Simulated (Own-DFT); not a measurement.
## Calculated data, Hf32O63 (monoclinic hafnia with one vacancy, atoms displaced)

A calculation, not a measurement: plane-wave density functional theory by an unreviewed code, no spin, of a simulated periodic cell, stress positive in tension, run twice, with PBE and with PBEsol, both on files made for PBE, so the change isn't that of files made for PBEsol, defect cell not probed for a lower state with spin; hafnium file: forces about 75 meV/angstrom off all-electron values; oxygen file: force components 24 meV/angstrom off all-electron in one glass; forces on such cells passed a denser k mesh, this cell's mesh not checked; the far tail of each file's local potential was reset to the Coulomb form; each entry is a single point on an unrelaxed cell, so the pressure reflects the starting lattice, mostly measured values (interpolated for alloys), from which strain is counted, and rises with the displacements; printed positions are rounded, which can move forces by about a meV/angstrom; the program, named Own-DFT, is a retired in-house code; no spin-orbit coupling; stress was not checked against mesh or cutoff. Program: Own-DFT development build.

```cif
# cell vector a (Å): 10.2340 0.0000 0.0000
# cell vector b (Å): 0.0000 10.3500 0.0000
# cell vector c (Å): -1.6955 0.0000 10.4453
data_Hf32O63
_symmetry_space_group_name_H-M 'P 1'
_symmetry_Int_Tables_number 1
_cell_length_a 10.2340
_cell_length_b 10.3500
_cell_length_c 10.5820
_cell_angle_alpha 90.000
_cell_angle_beta 99.220
_cell_angle_gamma 90.000
_cell_volume 1106.39
loop_
_atom_site_label
_atom_site_type_symbol
_atom_site_fract_x
_atom_site_fract_y
_atom_site_fract_z
_atom_site_occupancy
Hf1 Hf 0.13098 0.02021 0.10245 1
Hf2 Hf 0.36533 0.27287 0.14232 1
Hf3 Hf 0.35821 0.47992 0.39355 1
Hf4 Hf 0.14118 0.22713 0.35810 1
O1 O 0.03751 0.16419 0.17811 1
O2 O 0.47028 0.41912 0.08009 1
O3 O 0.46653 0.32890 0.32772 1
O4 O 0.03492 0.07953 0.42468 1
O5 O 0.27605 0.12253 0.00910 1
O6 O 0.27198 0.12777 0.25485 1
O7 O 0.23135 0.37774 0.50049 1
Hf5 Hf 0.13725 0.01531 0.61041 1
Hf6 Hf 0.36211 0.26925 0.64581 1
Hf7 Hf 0.36003 0.48141 0.89466 1
Hf8 Hf 0.14147 0.23075 0.85117 1
O8 O 0.03930 0.16876 0.67507 1
O9 O 0.46365 0.41432 0.57156 1
O10 O 0.46583 0.33586 0.82359 1
O11 O 0.03620 0.07557 0.92999 1
O12 O 0.23501 0.37696 0.74995 1
O13 O 0.27152 0.12654 0.51264 1
O14 O 0.27343 0.12015 0.75587 1
O15 O 0.21599 0.36876 0.98857 1
Hf9 Hf 0.14050 0.52753 0.10530 1
Hf10 Hf 0.35806 0.77233 0.14760 1
Hf11 Hf 0.35727 0.97854 0.39610 1
Hf12 Hf 0.14049 0.73916 0.35002 1
O16 O 0.02724 0.66958 0.16398 1
O17 O 0.47112 0.92667 0.07708 1
O18 O 0.46300 0.83329 0.33676 1
O19 O 0.03477 0.58675 0.42463 1
O20 O 0.22931 0.87482 0.24613 1
O21 O 0.27746 0.62937 0.01287 1
O22 O 0.27647 0.61974 0.25585 1
O23 O 0.21928 0.86645 0.48884 1
Hf13 Hf 0.13900 0.52208 0.60706 1
Hf14 Hf 0.35877 0.76919 0.65011 1
Hf15 Hf 0.35896 0.97496 0.89782 1
Hf16 Hf 0.14008 0.74019 0.85173 1
O24 O 0.04030 0.66375 0.67376 1
O25 O 0.45455 0.92052 0.56861 1
O26 O 0.46240 0.83438 0.82680 1
O27 O 0.04045 0.58666 0.93297 1
O28 O 0.23357 0.88278 0.74489 1
O29 O 0.27886 0.62954 0.51776 1
O30 O 0.27900 0.61978 0.76074 1
O31 O 0.22989 0.87008 0.99452 1
Hf17 Hf 0.63946 0.02328 0.11598 1
Hf18 Hf 0.87091 0.27348 0.14887 1
Hf19 Hf 0.86249 0.48634 0.39444 1
Hf20 Hf 0.63867 0.24397 0.35452 1
O32 O 0.52954 0.16909 0.16791 1
O33 O 0.96929 0.41899 0.07281 1
O34 O 0.95474 0.34419 0.32475 1
O35 O 0.53275 0.08264 0.42566 1
O36 O 0.72224 0.37822 0.24216 1
O37 O 0.77897 0.12369 0.01049 1
O38 O 0.77133 0.12032 0.25901 1
O39 O 0.71203 0.37357 0.48809 1
Hf21 Hf 0.63984 0.02046 0.60611 1
Hf22 Hf 0.85985 0.27447 0.64200 1
Hf23 Hf 0.86220 0.48168 0.89840 1
Hf24 Hf 0.63566 0.22030 0.85249 1
O40 O 0.53628 0.16706 0.66704 1
O41 O 0.96619 0.41298 0.57407 1
O42 O 0.96365 0.33729 0.82357 1
O43 O 0.53360 0.07705 0.92298 1
O44 O 0.72067 0.37752 0.73631 1
O45 O 0.77595 0.13476 0.50937 1
O46 O 0.77559 0.12483 0.75975 1
O47 O 0.72737 0.36762 0.99403 1
Hf25 Hf 0.64886 0.52665 0.10146 1
Hf26 Hf 0.86175 0.77185 0.15023 1
Hf27 Hf 0.86391 0.98230 0.40780 1
Hf28 Hf 0.63996 0.72674 0.34315 1
O48 O 0.53455 0.66795 0.18110 1
O49 O 0.96152 0.91617 0.08135 1
O50 O 0.95558 0.83562 0.32592 1
O51 O 0.54006 0.58912 0.42437 1
O52 O 0.71766 0.87752 0.24769 1
O53 O 0.77661 0.62832 0.00662 1
O54 O 0.77127 0.61511 0.26074 1
O55 O 0.71464 0.86276 0.49457 1
Hf29 Hf 0.63931 0.51970 0.59752 1
Hf30 Hf 0.85775 0.77054 0.65153 1
Hf31 Hf 0.86757 0.98815 0.89039 1
Hf32 Hf 0.63695 0.73003 0.85298 1
O56 O 0.53597 0.67141 0.67046 1
O57 O 0.96980 0.90545 0.58904 1
O58 O 0.96380 0.83258 0.83071 1
O59 O 0.54742 0.58431 0.92350 1
O60 O 0.72203 0.88200 0.74335 1
O61 O 0.77392 0.62826 0.51547 1
O62 O 0.77574 0.63311 0.76328 1
O63 O 0.72899 0.86384 0.98505 1
_calc_functional 'PBE, then PBEsol'
_calc_potential_files 'PseudoDojo norm-conserving, scalar-relativistic, standard set'
_calc_wave_cutoff 72  # hartree
_calc_occupations 'Fermi-Dirac'
_calc_smearing_width 0.1  # eV
_calc_k_mesh '2 x 2 x 2 centred on Gamma'
_calc_PBE_pressure 4.92  # GPa
_calc_PBE_stress_xx -4.76  # GPa
_calc_PBE_stress_yy -4.77  # GPa
_calc_PBE_stress_zz -5.24  # GPa
_calc_PBE_stress_yz -0.5  # GPa
_calc_PBE_stress_xz 0.12  # GPa
_calc_PBE_stress_xy 0.41  # GPa
_calc_PBEsol_pressure -1.46  # GPa
_calc_PBEsol_stress_xx 1.66  # GPa
_calc_PBEsol_stress_yy 1.55  # GPa
_calc_PBEsol_stress_zz 1.18  # GPa
_calc_PBEsol_stress_yz -0.44  # GPa
_calc_PBEsol_stress_xz 0.45  # GPa
_calc_PBEsol_stress_xy 0.41  # GPa
_calc_rms_change_of_force_components_from_PBE_to_PBEsol 0.05  # eV/angstrom
```

Force:
| force element | PBE force x (eV/Å) | PBE force y (eV/Å) | PBE force z (eV/Å) | PBEsol force x (eV/Å) | PBEsol force y (eV/Å) | PBEsol force z (eV/Å) |
| --- | --- | --- | --- | --- | --- | --- |
| Hf | 1.049 | -0.004 | 0.962 | 1.007 | 0.054 | 0.89 |
| Hf | -0.503 | 0.099 | 0 | -0.365 | 0.06 | -0.033 |
| Hf | 1.422 | 0.04 | 0.912 | 1.459 | 0.056 | 1.042 |
| Hf | 0.029 | 0.614 | -0.006 | -0.008 | 0.419 | 0.017 |
| O | -0.576 | 0.576 | 0.243 | -0.556 | 0.57 | 0.285 |
| O | -0.466 | 0.284 | -0.622 | -0.474 | 0.272 | -0.653 |
| O | -1.806 | 1.404 | -0.071 | -1.741 | 1.361 | -0.108 |
| O | -0.056 | 0.229 | 0.158 | -0.05 | 0.209 | 0.205 |
| O | -0.379 | 0.738 | -0.212 | -0.425 | 0.71 | -0.209 |
| O | -0.248 | -0.344 | 0.939 | -0.321 | -0.323 | 0.927 |
| O | -1.025 | -1.202 | -1.699 | -0.92 | -1.165 | -1.65 |
| Hf | 0.587 | 1.158 | -0.684 | 0.588 | 1.187 | -0.687 |
| Hf | 0.897 | 0.451 | 0.011 | 0.873 | 0.497 | 0.041 |
| Hf | 1.345 | -0.444 | 1.17 | 1.291 | -0.491 | 1.143 |
| Hf | -0.401 | 0.056 | 0.643 | -0.362 | 0.035 | 0.587 |
| O | -0.715 | -0.478 | -0.502 | -0.676 | -0.456 | -0.434 |
| O | 0.474 | 0.121 | 0.201 | 0.449 | 0.131 | 0.137 |
| O | 0.474 | -0.216 | 0.518 | 0.441 | -0.233 | 0.448 |
| O | 1.312 | 1.763 | -1.24 | 1.27 | 1.679 | -1.141 |
| O | -1.304 | 0.311 | -0.978 | -1.206 | 0.29 | -0.937 |
| O | -0.27 | 0.375 | -0.502 | -0.326 | 0.367 | -0.495 |
| O | 0.172 | -0.23 | 0.684 | 0.09 | -0.22 | 0.659 |
| O | 0.867 | 0.458 | 0.706 | 0.912 | 0.453 | 0.663 |
| Hf | -0.178 | -0.947 | -0.323 | -0.224 | -0.758 | -0.469 |
| Hf | 2.339 | 0.243 | 0.443 | 2.259 | 0.26 | 0.468 |
| Hf | 2.047 | 0.762 | 0.38 | 2.028 | 0.671 | 0.422 |
| Hf | -1.37 | -1.781 | 0.901 | -1.321 | -1.741 | 0.867 |
| O | 0.954 | -0.022 | 1.324 | 0.936 | -0.009 | 1.325 |
| O | -1.92 | -2.291 | 0.879 | -1.882 | -2.204 | 0.801 |
| O | 0.045 | -0.437 | -1.353 | 0.024 | -0.425 | -1.375 |
| O | 0.516 | 0.498 | -0.404 | 0.496 | 0.455 | -0.341 |
| O | -1.057 | 0.809 | -1.213 | -0.973 | 0.753 | -1.162 |
| O | 0.479 | 0.327 | -0.406 | 0.394 | 0.315 | -0.377 |
| O | -0.643 | 0.199 | 0.625 | -0.683 | 0.213 | 0.595 |
| O | -0.637 | 0.631 | 0.51 | -0.56 | 0.62 | 0.483 |
| Hf | 0.245 | -0.256 | -0.433 | 0.25 | -0.184 | -0.458 |
| Hf | 2.385 | 0.053 | -1.233 | 2.329 | 0.081 | -1.178 |
| Hf | 1.908 | 1.833 | 0.634 | 1.866 | 1.751 | 0.649 |
| Hf | -1.022 | -2.35 | 0.699 | -1.004 | -2.333 | 0.66 |
| O | -0.845 | 0.913 | 0.58 | -0.797 | 0.905 | 0.608 |
| O | 0.302 | -0.461 | 1.935 | 0.28 | -0.435 | 1.821 |
| O | 0.252 | -0.414 | 0.233 | 0.225 | -0.419 | 0.175 |
| O | -0.113 | 0.68 | -1.749 | -0.1 | 0.635 | -1.631 |
| O | -1.742 | -0.549 | -0.317 | -1.648 | -0.549 | -0.298 |
| O | -0.343 | -0.29 | -1.207 | -0.393 | -0.295 | -1.16 |
| O | -0.302 | 0.355 | 0.467 | -0.349 | 0.35 | 0.447 |
| O | -0.804 | -0.18 | -0.046 | -0.715 | -0.172 | -0.056 |
| Hf | 0.552 | 0.071 | -1.889 | 0.523 | 0.125 | -1.869 |
| Hf | -1.568 | -0.117 | -0.938 | -1.54 | -0.055 | -0.883 |
| Hf | -0.417 | -0.116 | 1.242 | -0.405 | -0.159 | 1.223 |
| Hf | -0.421 | -2.913 | -0.619 | -0.4 | -2.851 | -0.629 |
| O | 0.79 | -0.166 | 0.397 | 0.767 | -0.15 | 0.424 |
| O | -0.342 | -0.7 | 0.8 | -0.355 | -0.654 | 0.722 |
| O | 2.458 | -1.81 | 0.14 | 2.359 | -1.775 | 0.081 |
| O | 0.539 | 0.635 | -0.592 | 0.517 | 0.588 | -0.51 |
| O | 0.148 | 0.409 | -0.599 | 0.198 | 0.391 | -0.568 |
| O | 0.011 | 0.392 | 0.089 | -0.044 | 0.368 | 0.073 |
| O | 0.801 | 0.169 | 1.003 | 0.716 | 0.164 | 0.969 |
| O | 1.491 | 0.478 | 0.465 | 1.493 | 0.471 | 0.45 |
| Hf | -1.431 | -0.58 | -1.57 | -1.397 | -0.516 | -1.564 |
| Hf | -0.089 | 0.303 | 0.915 | -0.098 | 0.345 | 0.923 |
| Hf | 0.227 | -0.061 | -0.584 | 0.229 | -0.1 | -0.514 |
| Hf | -0.499 | 1.078 | 0.803 | -0.483 | 1.002 | 0.745 |
| O | -0.247 | 0.06 | 0.714 | -0.232 | 0.067 | 0.755 |
| O | -0.031 | 0.181 | -0.019 | -0.049 | 0.192 | -0.054 |
| O | 0.519 | -0.431 | 0.151 | 0.498 | -0.439 | 0.103 |
| O | 0.593 | 0.915 | -0.586 | 0.585 | 0.887 | -0.526 |
| O | 0.488 | 0.422 | 0.221 | 0.547 | 0.397 | 0.191 |
| O | 0.267 | -0.675 | 0.336 | 0.204 | -0.664 | 0.341 |
| O | 0.519 | -0.239 | -0.274 | 0.432 | -0.237 | -0.26 |
| O | 0.205 | 0.144 | -0.337 | 0.269 | 0.168 | -0.315 |
| Hf | -1.956 | -1.653 | -0.048 | -1.896 | -1.581 | -0.069 |
| Hf | -0.723 | 0.75 | -1.822 | -0.677 | 0.78 | -1.765 |
| Hf | -1.494 | -0.494 | -1.186 | -1.452 | -0.515 | -1.153 |
| Hf | -1.569 | 1.222 | 3.324 | -1.54 | 1.156 | 3.222 |
| O | -0.431 | -0.492 | -2.215 | -0.401 | -0.449 | -2.096 |
| O | 0.645 | 0.369 | 0.008 | 0.635 | 0.375 | -0.036 |
| O | 1.234 | -0.267 | 0.832 | 1.202 | -0.272 | 0.755 |
| O | -1.369 | -1.202 | -0.517 | -1.317 | -1.199 | -0.458 |
| O | 0.724 | 0.514 | -0.752 | 0.754 | 0.486 | -0.735 |
| O | 0.708 | -0.033 | 1.057 | 0.619 | -0.055 | 1.033 |
| O | 1.16 | 0.731 | -0.741 | 1.061 | 0.715 | -0.729 |
| O | 1.427 | 1.265 | 0.419 | 1.455 | 1.246 | 0.424 |
| Hf | -1.61 | 0.863 | 1.261 | -1.56 | 0.88 | 1.177 |
| Hf | -0.967 | -1.092 | -0.561 | -0.973 | -1.025 | -0.522 |
| Hf | -2.973 | -1.857 | 1.362 | -2.922 | -1.854 | 1.372 |
| Hf | 0.289 | 0.888 | -0.044 | 0.312 | 0.818 | -0.058 |
| O | -0.319 | -0.267 | -0.09 | -0.317 | -0.238 | -0.033 |
| O | 0.205 | 1.539 | -1.046 | 0.196 | 1.522 | -1.057 |
| O | 0.82 | -0.002 | 0.039 | 0.808 | -0.012 | -0.021 |
| O | -2.029 | -0.945 | -0.04 | -1.953 | -0.921 | 0.014 |
| O | 0.482 | 0.566 | -0.639 | 0.543 | 0.538 | -0.635 |
| O | 1.271 | -0.143 | -0.554 | 1.169 | -0.154 | -0.54 |
| O | 0.603 | -1.621 | 0.07 | 0.531 | -1.546 | 0.069 |
| O | -0.064 | 0.834 | 1.06 | 0.002 | 0.793 | 1.021 |
